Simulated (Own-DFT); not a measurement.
# Computed records: Si₄SnGe₁₁ (diamond-structure random alloy, strained, atoms displaced)

Computed with Own-DFT development build. A calculation, not a measurement: plane-wave density functional theory by an unreviewed code, no spin, of a simulated periodic cell, stress positive in tension, run twice, with PBE and with PBEsol, both on files made for PBE, so the change isn't that of files made for PBEsol, forces on such cells moved up to 12 meV/angstrom on a denser k mesh; the far tail of each file's local potential was reset to the Coulomb form; each entry is a single point on an unrelaxed cell, so the pressure reflects the starting lattice, mostly measured values (interpolated for alloys), from which strain is counted, and rises with the displacements; printed positions are rounded, which can move forces by about a meV/angstrom; the program, named Own-DFT, is a retired in-house code; no spin-orbit coupling; stress was not checked against mesh or cutoff.

Settings shared by all entries: functional PBE, then PBEsol; potential files PseudoDojo norm-conserving, scalar-relativistic, standard set; wave cutoff 49 hartree; occupations Fermi-Dirac; smearing width 0.1 eV; k mesh 3 x 3 x 3 centred on Gamma.

(1) Si₄SnGe₁₁ (diamond-structure random alloy, strained, atoms displaced)

```
cell vectors (Å)
  11.2498     0.0000     0.0000
   0.0000    11.2498     0.0000
   0.0000     0.0000    11.3064
atoms (fractions of the cell vectors)
Ge  0.00746  0.99269  0.00671
Sn  0.00241  0.24472  0.25241
Ge  0.25119  0.00480  0.24172
Ge  0.24776  0.24862  0.00753
Ge  0.12348  0.12654  0.12968
Ge  0.13392  0.37357  0.37286
Ge  0.37844  0.12582  0.37925
Ge  0.37685  0.37586  0.11786
Si  0.00523  0.99874  0.49015
Si  0.00111  0.24249  0.74885
Si  0.24857  0.00604  0.75823
Ge  0.25346  0.25040  0.50124
Ge  0.12143  0.12669  0.61805
Si  0.12891  0.37603  0.87391
Ge  0.37608  0.12390  0.87198
Ge  0.37706  0.36880  0.62012
Si  0.99754  0.49794  0.99613
Ge  0.00164  0.75158  0.24307
Ge  0.24225  0.50528  0.25142
Si  0.25362  0.75130  0.99867
Ge  0.12484  0.62542  0.12489
Ge  0.12558  0.87231  0.37674
Ge  0.37928  0.62505  0.37186
Ge  0.37124  0.88069  0.13369
Ge  0.00072  0.50003  0.49835
Ge  0.99244  0.74928  0.74392
Ge  0.25090  0.49293  0.74241
Ge  0.24897  0.74814  0.49717
Ge  0.13189  0.61896  0.63058
Ge  0.12703  0.86884  0.87439
Si  0.37793  0.62407  0.87656
Ge  0.37465  0.86985  0.62636
Ge  0.49835  0.00410  0.00037
Ge  0.48818  0.24774  0.24762
Ge  0.74976  0.00105  0.24545
Ge  0.75322  0.24507  0.00800
Ge  0.62820  0.11774  0.12389
Si  0.62837  0.37970  0.37779
Sn  0.88253  0.12786  0.37888
Ge  0.86602  0.37137  0.11983
Si  0.50411  0.99741  0.50710
Ge  0.49300  0.26112  0.75035
Si  0.74352  0.99582  0.74496
Si  0.75767  0.25918  0.50343
Ge  0.62345  0.12295  0.63381
Ge  0.62438  0.37642  0.87047
Si  0.87611  0.12612  0.87567
Ge  0.87419  0.37603  0.62222
Ge  0.50049  0.50187  0.99229
Ge  0.49780  0.75593  0.24851
Ge  0.74719  0.49809  0.25408
Ge  0.75653  0.74737  0.99499
Ge  0.62310  0.61818  0.11961
Sn  0.62769  0.87260  0.37205
Ge  0.87350  0.62602  0.37119
Ge  0.87365  0.87777  0.12565
Si  0.50237  0.49696  0.50795
Si  0.50068  0.75548  0.74178
Ge  0.74979  0.49876  0.74866
Si  0.75029  0.75436  0.49984
Ge  0.62787  0.62675  0.62865
Ge  0.62657  0.88012  0.87683
Sn  0.88403  0.62717  0.87279
Si  0.87208  0.87764  0.62483
```

| Property | Result |
| --- | --- |
| PBE pressure | 5.32 GPa |
| PBE stress xx | -5.43 GPa |
| PBE stress yy | -5.44 GPa |
| PBE stress zz | -5.09 GPa |
| PBE stress yz | 0.81 GPa |
| PBE stress xz | -0.06 GPa |
| PBE stress xy | 0.11 GPa |
| PBEsol pressure | 2.59 GPa |
| PBEsol stress xx | -2.7 GPa |
| PBEsol stress yy | -2.71 GPa |
| PBEsol stress zz | -2.36 GPa |
| PBEsol stress yz | 0.78 GPa |
| PBEsol stress xz | -0.04 GPa |
| PBEsol stress xy | 0.12 GPa |
| rms change of force components from PBE to PBEsol | 0.05 eV/Å |

Force:
```tsv
force element	PBE force x (eV/Å)	PBE force y (eV/Å)	PBE force z (eV/Å)	PBEsol force x (eV/Å)	PBEsol force y (eV/Å)	PBEsol force z (eV/Å)
Ge	-0.598	0.826	-1.086	-0.563	0.774	-1.015
Sn	1.133	3.936	-2.253	1.119	3.821	-2.2
Ge	-0.461	0.193	2.122	-0.442	0.187	2.047
Ge	0.018	0.095	-1.401	0.052	0.068	-1.319
Ge	1.222	-1.42	-2.036	1.206	-1.393	-1.971
Ge	-0.1	0.845	1.171	-0.092	0.823	1.139
Ge	-0.125	-1.096	0.314	-0.157	-1.015	0.258
Ge	-0.56	0.737	0.655	-0.546	0.686	0.634
Si	0.359	-1.654	2.477	0.394	-1.596	2.39
Si	-0.258	1.064	0.525	-0.237	1.054	0.437
Si	-0.26	-0.868	-1.271	-0.256	-0.849	-1.241
Ge	-0.371	-0.39	-0.462	-0.356	-0.374	-0.455
Ge	0.315	-0.761	0.784	0.347	-0.698	0.719
Si	-0.825	-0.702	0.076	-0.735	-0.691	0.064
Ge	-0.408	0.78	0.496	-0.35	0.793	0.531
Ge	-0.125	1.152	-0.308	-0.164	1.076	-0.254
Si	1.613	-1.491	1.298	1.543	-1.429	1.315
Ge	-0.394	0.025	0.756	-0.383	0.021	0.735
Ge	1.543	-0.34	-0.399	1.488	-0.325	-0.378
Si	0.285	-0.518	0.181	0.234	-0.466	0.219
Ge	-0.164	0.002	-1.325	-0.165	0.006	-1.204
Ge	0.188	0.326	-0.897	0.214	0.272	-0.908
Ge	-0.001	-0.499	0.623	-0.046	-0.443	0.575
Ge	0.405	-0.882	-1.906	0.417	-0.813	-1.808
Ge	0.374	0.059	-0.114	0.358	0.053	-0.108
Ge	2.283	1.861	-1.78	2.251	1.759	-1.676
Ge	0.846	0.082	1.722	0.818	0.088	1.6
Ge	0.381	-0.42	0.409	0.372	-0.407	0.391
Ge	-1.14	0.987	-1.101	-1.103	0.948	-1.078
Ge	0.121	0.293	-0.28	0.051	0.291	-0.257
Si	-0.424	0.857	-1.108	-0.399	0.767	-1.092
Ge	-0.621	1.346	-0.033	-0.635	1.28	-0.074
Ge	-0.076	-0.631	-0.022	-0.058	-0.604	-0.019
Ge	1.978	0.6	0.257	1.879	0.555	0.228
Ge	0.752	0.261	-0.374	0.726	0.246	-0.386
Ge	-0.948	-0.431	-2.046	-0.94	-0.387	-1.93
Ge	-0.99	1.066	0.276	-0.954	1.026	0.259
Si	-0.867	-1.002	0.498	-0.843	-0.978	0.412
Sn	-3.814	-2.03	2.127	-3.709	-1.97	1.979
Ge	1.121	1.706	0.449	1.044	1.617	0.458
Si	-0.94	0.782	0.281	-0.929	0.77	0.281
Ge	0.86	-1.552	0.426	0.831	-1.504	0.411
Si	1.413	0.519	0.989	1.297	0.519	0.99
Si	-2.24	-0.39	0.145	-2.154	-0.402	0.181
Ge	0.046	1.062	-1.037	0.01	1.066	-0.984
Ge	0.538	-0.48	0.764	0.505	-0.449	0.733
Si	0.117	-0.954	-0.342	0.098	-0.944	-0.259
Ge	0.893	-0.191	0.913	0.877	-0.112	0.893
Ge	-0.157	-0.295	0.056	-0.107	-0.33	0.095
Ge	-0.569	-1.924	-1.322	-0.566	-1.86	-1.276
Ge	-0.089	0.084	-0.524	-0.045	0.12	-0.55
Ge	-1.79	1.255	1.55	-1.739	1.229	1.503
Ge	0.258	1.047	0.501	0.255	1.009	0.481
Sn	-0.258	0.858	0.836	-0.262	0.84	0.715
Ge	0.25	0.495	0.506	0.273	0.443	0.455
Ge	-0.024	-0.448	-0.291	-0.005	-0.434	-0.28
Si	0.38	0.466	-1.072	0.336	0.49	-1.005
Si	0.221	-0.853	1.713	0.248	-0.805	1.643
Ge	-0.244	-0.426	-0.472	-0.245	-0.412	-0.468
Si	1.413	-1.461	1.246	1.35	-1.482	1.181
Ge	-0.373	0.294	-0.659	-0.326	0.247	-0.604
Ge	-0.388	-0.797	-0.506	-0.382	-0.775	-0.432
Sn	-0.95	-1.435	0.159	-0.975	-1.335	0.105
Si	0.225	0.379	-0.876	0.274	0.339	-0.828
```

(2) Si₄SnGe₁₁ (diamond-structure random alloy, strained, atoms displaced)

```
cell vectors (Å)
  11.2498     0.0000     0.0000
   0.0000    11.2498     0.0000
   0.0000     0.0000    11.3064
atoms (fractions of the cell vectors)
Ge  0.00100  0.99940  0.99883
Si  0.00499  0.24427  0.25106
Ge  0.25264  0.00123  0.24803
Ge  0.25724  0.24688  0.00068
Si  0.12781  0.11525  0.12219
Ge  0.12918  0.37334  0.37432
Si  0.38418  0.12484  0.37703
Ge  0.37756  0.37894  0.12762
Ge  0.00572  0.99675  0.50119
Ge  0.00048  0.25392  0.74976
Ge  0.24099  0.00321  0.75348
Ge  0.25087  0.24146  0.50505
Ge  0.12286  0.13085  0.63263
Ge  0.12220  0.37327  0.87540
Ge  0.37700  0.12944  0.87349
Ge  0.37592  0.36962  0.63237
Si  0.00903  0.49910  0.99830
Ge  0.99201  0.75197  0.25009
Si  0.25112  0.50188  0.25194
Si  0.24844  0.75149  0.99757
Ge  0.12523  0.62311  0.12633
Ge  0.12942  0.87476  0.36794
Ge  0.37820  0.62706  0.37537
Ge  0.37100  0.87562  0.12703
Ge  0.99936  0.50642  0.50042
Ge  0.00153  0.75597  0.75298
Ge  0.25320  0.49869  0.74458
Si  0.25459  0.75029  0.49910
Si  0.12732  0.62772  0.61877
Ge  0.13159  0.87536  0.87184
Ge  0.37307  0.63065  0.87284
Ge  0.37332  0.87883  0.62270
Si  0.50639  0.00648  0.00103
Ge  0.49896  0.24952  0.24771
Ge  0.75208  0.00593  0.24494
Ge  0.74692  0.25855  0.99590
Ge  0.62985  0.11992  0.12505
Ge  0.62847  0.37511  0.37390
Ge  0.86749  0.12802  0.37722
Si  0.87236  0.37360  0.12801
Ge  0.50160  0.99728  0.49455
Ge  0.49900  0.24710  0.74401
Si  0.75244  0.99274  0.75264
Ge  0.74995  0.24910  0.49380
Sn  0.61422  0.11658  0.62213
Ge  0.62604  0.37467  0.87682
Si  0.88169  0.12135  0.87550
Ge  0.87614  0.36899  0.62429
Si  0.49943  0.50060  0.99828
Sn  0.49970  0.75329  0.25193
Si  0.75390  0.49895  0.25024
Ge  0.75312  0.74855  0.00119
Si  0.62809  0.62222  0.12061
Si  0.62508  0.87755  0.37861
Ge  0.87501  0.62220  0.37451
Ge  0.87329  0.86989  0.12443
Ge  0.50240  0.49293  0.50122
Sn  0.50383  0.75226  0.75034
Ge  0.74838  0.50747  0.75214
Sn  0.74608  0.75056  0.50334
Ge  0.62126  0.62317  0.62820
Ge  0.62326  0.88041  0.87766
Ge  0.87448  0.62152  0.88116
Ge  0.87148  0.87098  0.61862
```

| Property | Result |
| --- | --- |
| PBE pressure | 4.93 GPa |
| PBE stress xx | -4.98 GPa |
| PBE stress yy | -5.07 GPa |
| PBE stress zz | -4.74 GPa |
| PBE stress yz | -0.4 GPa |
| PBE stress xz | -0.53 GPa |
| PBE stress xy | 0.22 GPa |
| PBEsol pressure | 2.2 GPa |
| PBEsol stress xx | -2.26 GPa |
| PBEsol stress yy | -2.34 GPa |
| PBEsol stress zz | -2.01 GPa |
| PBEsol stress yz | -0.39 GPa |
| PBEsol stress xz | -0.51 GPa |
| PBEsol stress xy | 0.21 GPa |
| rms change of force components from PBE to PBEsol | 0.05 eV/Å |

Force:
```tsv
force element	PBE force x (eV/Å)	PBE force y (eV/Å)	PBE force z (eV/Å)	PBEsol force x (eV/Å)	PBEsol force y (eV/Å)	PBEsol force z (eV/Å)
Ge	0.148	-0.315	0.123	0.154	-0.371	0.118
Si	-0.41	0.118	-0.655	-0.402	0.115	-0.57
Ge	0.197	0.843	0.458	0.196	0.737	0.439
Ge	-1.078	0.305	0.554	-1.009	0.315	0.496
Si	-0.229	1.266	0.359	-0.186	1.193	0.318
Ge	-0.253	0.023	-0.025	-0.249	0.021	0.039
Si	-1.028	0.009	-0.372	-1.004	0.003	-0.36
Ge	-0.309	0.405	-0.262	-0.294	0.318	-0.255
Ge	-0.512	0.533	-0.192	-0.511	0.511	-0.183
Ge	-0.641	-0.576	0.764	-0.575	-0.53	0.701
Ge	1.554	0.347	-0.543	1.499	0.342	-0.523
Ge	0.617	0.478	-0.708	0.566	0.497	-0.639
Ge	-0.249	-0.767	-0.728	-0.231	-0.742	-0.7
Ge	0.972	0.278	0.131	0.978	0.231	0.076
Ge	0.376	-0.982	0.161	0.331	-0.908	0.127
Ge	-0.234	0.339	-1.293	-0.221	0.323	-1.242
Si	-1.352	-0.366	0.819	-1.296	-0.327	0.77
Ge	1.046	-0.523	0.118	1.009	-0.503	0.113
Si	0.159	-0.076	0.083	0.158	-0.075	0.087
Si	0.117	-0.201	0.531	0.116	-0.193	0.519
Ge	0.169	0.38	-0.187	0.135	0.405	-0.156
Ge	-0.027	-0.519	0.769	-0.056	-0.468	0.714
Ge	-1.444	-1.601	1.337	-1.338	-1.55	1.292
Ge	-0.231	0.9	-2.199	-0.228	0.882	-2.059
Ge	0.586	-0.935	0.196	0.528	-0.935	0.15
Ge	-0.142	-1.103	-0.689	-0.158	-1.034	-0.648
Ge	-0.963	0.614	0.423	-0.891	0.558	0.434
Si	-0.617	-0.084	-0.027	-0.556	-0.04	-0.067
Si	0.178	0.443	0.558	0.129	0.391	0.588
Ge	-0.742	-0.437	1.052	-0.763	-0.382	0.971
Ge	-0.895	-1.443	1.468	-0.862	-1.407	1.356
Ge	-1.166	0.541	-0.602	-1.089	0.555	-0.559
Si	-1.142	-0.514	-0.013	-1.117	-0.503	-0.01
Ge	0.446	-0.236	0.33	0.467	-0.192	0.29
Ge	0.07	-1.38	1.124	0.085	-1.298	1.065
Ge	1.391	-1.48	0.763	1.28	-1.43	0.727
Ge	-0.685	1.334	-0.719	-0.624	1.324	-0.654
Ge	-0.014	0.22	-0.667	-0.044	0.176	-0.599
Ge	2.021	-0.631	-0.705	1.916	-0.631	-0.659
Si	1.199	0.177	-0.112	1.143	0.134	-0.155
Ge	-1.871	-1.546	-1.672	-1.815	-1.489	-1.54
Ge	-0.282	1.305	2.146	-0.298	1.267	2.073
Si	0.919	0.419	0.427	0.865	0.366	0.381
Ge	-0.185	0.686	0.8	-0.177	0.659	0.758
Sn	2.909	0.456	0.819	2.775	0.478	0.757
Ge	-1.115	0.764	-0.901	-1.042	0.705	-0.895
Si	-1.113	0.457	-0.469	-1.053	0.477	-0.426
Ge	-0.566	1.171	-0.172	-0.54	1.135	-0.17
Si	0.165	0.332	0.135	0.125	0.285	0.088
Sn	1.389	-0.311	-0.819	1.261	-0.306	-0.796
Si	-0.387	0.085	-0.695	-0.385	0.097	-0.597
Ge	-0.986	-0.103	-0.126	-0.914	-0.068	-0.149
Si	0.4	-0.884	-0.04	0.401	-0.794	-0.041
Si	0.436	1.666	-1.042	0.42	1.64	-1.017
Ge	0.02	-0.437	-0.847	0.06	-0.39	-0.782
Ge	0.056	1.013	-0.164	0.054	0.971	-0.159
Ge	-0.509	0.249	0.104	-0.484	0.245	0.105
Sn	-0.754	0.696	-0.008	-0.735	0.672	-0.008
Ge	0.413	-1.206	-0.177	0.39	-1.165	-0.165
Sn	-0.555	-1.101	-1.325	-0.484	-1.111	-1.237
Ge	0.183	-2.005	-0.671	0.187	-1.946	-0.644
Ge	1.43	0.737	1.18	1.393	0.643	1.134
Ge	1.133	0.212	-0.259	1.052	0.248	-0.283
Ge	1.987	1.962	2.352	1.96	1.871	2.26
```
